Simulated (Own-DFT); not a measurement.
# How strain changes the stress of 4H SiC, 32 atoms (C16Si16)

Calculated results; nothing here was measured. The program, named Own-DFT, is a retired in-house plane-wave density functional code that no person has reviewed. Each row is one single-point run on a periodic cell that was not relaxed, without spin or spin-orbit coupling.

Settings of every run: PBE; PseudoDojo norm-conserving scalar-relativistic files; cutoff 42 hartree; 5 x 5 x 3 k mesh centred on Gamma; Fermi-Dirac smearing of 0.1 eV.

Known limits: forces on such cells passed a denser k mesh, each cell not checked; stress not checked against mesh or cutoff.

Unstrained cell vectors in Å: (6.165, 0.000, 0.000); (-3.083, 5.339, 0.000); (0.000, 0.000, 10.068). The unstrained cell has measured lattice constants (interpolated for alloys), not those of this functional. That, the random moves and any unrelaxed bonds set the pressure at no strain. Each run strains this cell uniformly, with the atoms carried along. Every atom was also moved at random, by a Gaussian of width 0.05 Å on each axis. Strain is the symmetric tensor, in per cent. Stress is positive in tension, and the pressure is minus a third of its trace.

```
run  e_xx (%)  e_yy (%)  e_zz (%)  e_yz (%)  e_xz (%)  e_xy (%)  s_xx (GPa)  s_yy (GPa)  s_zz (GPa)  s_yz (GPa)  s_xz (GPa)  s_xy (GPa)  P (GPa)  E (meV/atom)
  1     -1.02      0.48     -0.32     -0.74      0.88     -0.45       -9.33       -6.50       -6.19       -2.94        3.77        0.05     7.34          22.0
  2      1.03     -0.56      2.00     -1.85     -0.34      1.04        3.31       -7.25        4.26       -5.83       -0.93        4.28    -0.11           8.8
  3      0.11     -1.72     -1.25     -1.83      0.43      0.53       -7.84      -15.20      -14.86       -6.77        1.07        3.39    12.63          37.5
  4     -0.83      0.69     -0.54     -0.95     -1.96     -1.92      -10.07       -0.94      -10.16       -1.28       -6.30       -8.53     7.06          36.3
  5     -1.07      0.64      1.01     -1.71     -1.13      0.98       -9.11       -2.09       -0.92       -5.26       -3.98        3.98     4.04          18.8
  6     -1.47     -0.25      1.49      1.31      1.00      0.86      -14.40       -4.72        1.98        4.72        2.99        4.76     5.72           4.3
  7      0.53      1.72     -0.13      0.99     -1.62      1.05       -0.04        3.01       -6.26        2.98       -6.19        4.88     1.10          11.9
  8      0.95     -0.97     -0.50     -1.41     -1.16      1.70        0.36       -9.04      -12.64       -5.94       -3.28        6.78     7.11          35.4
  9     -0.29     -1.49     -1.60      0.76      0.98      0.90       -7.61      -19.61      -15.91        2.28        4.03        6.84    14.38          45.6
 10     -1.75      0.11     -1.29      0.69     -0.17      1.45      -14.53       -6.53      -19.83        2.97       -0.52        8.68    13.63          57.5
 11     -1.98     -0.98      1.30      0.84     -1.22     -1.98      -15.85      -11.27       -1.20        2.77       -4.43      -10.19     9.44          28.2
 12     -1.73     -1.68      1.76      1.82     -1.76     -0.55      -17.76      -15.93        2.28        6.51       -5.26       -5.86    10.47          51.3
 13      1.31      1.35     -0.96     -1.41     -1.29     -0.50        3.87        2.95       -9.93       -3.65       -4.05       -0.82     1.04           0.0
 14     -1.79     -0.84     -0.44      0.38     -1.24     -1.28      -17.13      -12.60       -7.70        1.75       -4.01       -7.19    12.48          11.9
 15     -1.44     -1.57     -0.45     -0.55     -0.98      1.85      -14.67      -15.07      -10.99       -0.61       -3.27        6.02    13.58          42.9
 16     -0.98      1.71      0.89      1.19     -0.14     -1.51           ?           ?           ?           ?           ?           ?        ?             ?
```

E is the free energy for each atom above the lowest run shown.

## Worked fit

Each stress component was fitted by least squares to a constant and the strains of the runs shown, as fractions, with shears doubled. Shear strains stay in the fit of a normal stress only where such slopes are resolved. The slopes, in GPa:

| stress | at no strain | per e_xx | per e_yy | per e_zz | scatter |
|---|---|---|---|---|---|
| s_xx | -4.5 | 607 ± 30 | 111 ± 30 | 42 ± 28 | 1.22 |
| s_yy | -5.7 | 69 ± 48 | 575 ± 48 | 93 ± 44 | 1.93 |
| s_zz | -6.8 | 31 ± 53 | 65 ± 53 | 594 ± 49 | 2.14 |

Each shear stress against twice its own strain: yz 159 ± 11, xz 170 ± 8, xy 215 ± 8 GPa. These are stiffnesses along x, y and z of the frame in which the cell vectors are given, which need not be the crystal's axes. The atoms are held to the strained lattice; where symmetry lets them move under strain, relaxing them would lower some slopes. The table should be nearly symmetric about its diagonal, and what it lacks of that shows the noise. A ninth of its sum, 243 ± 7 GPa, estimates the bulk modulus near the mean pressure of these runs, 8.0 GPa, so it lies above the value at zero pressure.

## Withheld run

Question: what normal stresses and pressure should run 16 give?

The fit gives s_xx = -8.2, s_yy = 4.3, s_zz = -0.7 and P = 1.5 GPa. The calculation gave -9.93, 2.41, 1.20 and P = 2.11 GPa.
